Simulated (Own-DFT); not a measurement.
# Response to strain: 4H SiC, 72 atoms (C36Si36)

All numbers below are calculated, not measured. They come from Own-DFT, an in-house plane-wave density functional program, since retired, whose code no person has reviewed. Each row is one single-point run on a periodic cell that was not relaxed, without spin or spin-orbit coupling.

Settings of every run: PBE; PseudoDojo norm-conserving scalar-relativistic files; cutoff 42 hartree; 4 x 4 x 3 k mesh centred on Gamma; Fermi-Dirac smearing of 0.1 eV.

Known limits: forces on such cells passed a denser k mesh, each cell not checked; stress not checked against mesh or cutoff.

Unstrained cell vectors in Å: (9.248, 0.000, 0.000); (-4.624, 8.009, 0.000); (0.000, 0.000, 10.068). The unstrained cell has measured lattice constants (interpolated for alloys), not those of this functional. That, the random moves and any unrelaxed bonds set the pressure at no strain. Each run strains this cell uniformly, with the atoms carried along. Every atom was also moved at random, by a Gaussian of width 0.05 Å on each axis. Strain is the symmetric tensor, in per cent. Stress is positive in tension, and the pressure is minus a third of its trace.

| run | e_xx (%) | e_yy (%) | e_zz (%) | e_yz (%) | e_xz (%) | e_xy (%) | s_xx (GPa) | s_yy (GPa) | s_zz (GPa) | s_yz (GPa) | s_xz (GPa) | s_xy (GPa) | P (GPa) | E (meV/atom) |
|---|---|---|---|---|---|---|---|---|---|---|---|---|---|---|
| 1 | 1.93 | -0.40 | -1.14 | 1.19 | 0.52 | 1.26 | 4.85 | -5.14 | -13.87 | 3.81 | 2.48 | 5.11 | 4.72 | 30.0 |
| 2 | 1.18 | -1.78 | 0.40 | 1.50 | -0.69 | 1.16 | 1.30 | -14.94 | -4.84 | 6.03 | -1.97 | 5.95 | 6.16 | 33.9 |
| 3 | 1.39 | -0.20 | 1.62 | -1.61 | -0.08 | 0.77 | 2.03 | -5.29 | 5.09 | -6.26 | 0.21 | 2.78 | -0.61 | 10.4 |
| 4 | 1.35 | 1.80 | 1.95 | 1.43 | -0.09 | -0.55 | 5.57 | 7.43 | 4.48 | 3.65 | 0.10 | -2.17 | -5.83 | 0.0 |
| 5 | 1.07 | -1.24 | 1.59 | 1.16 | 0.59 | -0.23 | -0.19 | -10.86 | 3.85 | 3.18 | 3.04 | -1.13 | 2.40 | 23.6 |
| 6 | 1.58 | 0.30 | -0.16 | 1.97 | -0.22 | -0.28 | 4.96 | -3.39 | -6.07 | 6.49 | -0.86 | -1.32 | 1.50 | 16.8 |
| 7 | -1.10 | -0.24 | 1.14 | -1.24 | 0.88 | -0.27 | -8.88 | -5.28 | -1.62 | -3.65 | 2.48 | 0.22 | 5.26 | 5.5 |
| 8 | 1.89 | -1.38 | -0.95 | 1.17 | 0.02 | -0.74 | 3.61 | -10.34 | -12.36 | 3.52 | -0.69 | -3.43 | 6.36 | 30.1 |
| 9 | -1.77 | 0.71 | 0.80 | -1.50 | -0.59 | 0.79 | -15.42 | -1.86 | -1.18 | -5.57 | -1.61 | 4.46 | 6.16 | 22.9 |
| 10 | 0.17 | 0.35 | -0.23 | 1.24 | -0.75 | 1.89 | -5.06 | -2.13 | -7.55 | 4.14 | -3.10 | 7.74 | 4.91 | 34.3 |
| 11 | -1.63 | -0.14 | 1.36 | 1.72 | -0.87 | 1.22 | -13.15 | -6.11 | -0.28 | 6.75 | -3.54 | 6.30 | 6.51 | 34.8 |
| 12 | 0.62 | 1.32 | 1.95 | -1.04 | 1.27 | -1.62 | 0.61 | 3.24 | 4.18 | -3.22 | 3.60 | -6.24 | -2.68 | 27.4 |
| 13 | -0.29 | 0.98 | -1.40 | 0.66 | -0.67 | -1.83 | -5.73 | -0.18 | -15.19 | 1.56 | -1.65 | -9.16 | 7.03 | 20.7 |
| 14 | 0.88 | 0.60 | -1.14 | -0.85 | -1.94 | -1.77 | -0.32 | -0.80 | -13.43 | -2.61 | -5.58 | -8.57 | 4.85 | 29.9 |
| 15 | -1.55 | 0.22 | -1.41 | 0.16 | -1.20 | -0.16 | -13.75 | -5.90 | -15.94 | 0.01 | -3.92 | -0.90 | 11.86 | 44.2 |
| 16 | 0.29 | -1.71 | -1.05 | -1.66 | -1.35 | 1.80 | -4.82 | -17.45 | -13.94 | -7.31 | -4.92 | 8.59 | 12.07 | 59.4 |
| 17 | 0.85 | 0.51 | -0.89 | -1.83 | 1.70 | 0.93 | ? | ? | ? | ? | ? | ? | ? | ? |

E is the free energy for each atom above the lowest run shown.

## Worked fit

Each stress component was fitted by least squares to a constant and the strains of the runs shown, as fractions, with shears doubled. Shear strains stay in the fit of a normal stress only where such slopes are resolved. The slopes, in GPa:

| stress | at no strain | per e_xx | per e_yy | per e_zz | scatter |
|---|---|---|---|---|---|
| s_xx | -4.9 | 551 ± 22 | 80 ± 27 | 40 ± 22 | 1.05 |
| s_yy | -5.0 | 75 ± 24 | 592 ± 30 | 35 ± 24 | 1.16 |
| s_zz | -6.9 | 40 ± 22 | 13 ± 27 | 603 ± 22 | 1.07 |

Each shear stress against twice its own strain: yz 179 ± 9, xz 156 ± 14, xy 222 ± 8 GPa. These are stiffnesses along x, y and z of the frame in which the cell vectors are given, which need not be the crystal's axes. The atoms are held to the strained lattice; where symmetry lets them move under strain, relaxing them would lower some slopes. The table should be nearly symmetric about its diagonal, and what it lacks of that shows the noise. A ninth of its sum, 226 ± 5 GPa, estimates the bulk modulus near the mean pressure of these runs, 4.4 GPa, so it lies above the value at zero pressure.

## Withheld run

Question: what normal stresses and pressure should run 17 give?

The fit gives s_xx = -0.1, s_yy = -1.6, s_zz = -11.9 and P = 4.5 GPa. The calculation gave -0.51, -2.31, -10.58 and P = 4.47 GPa.
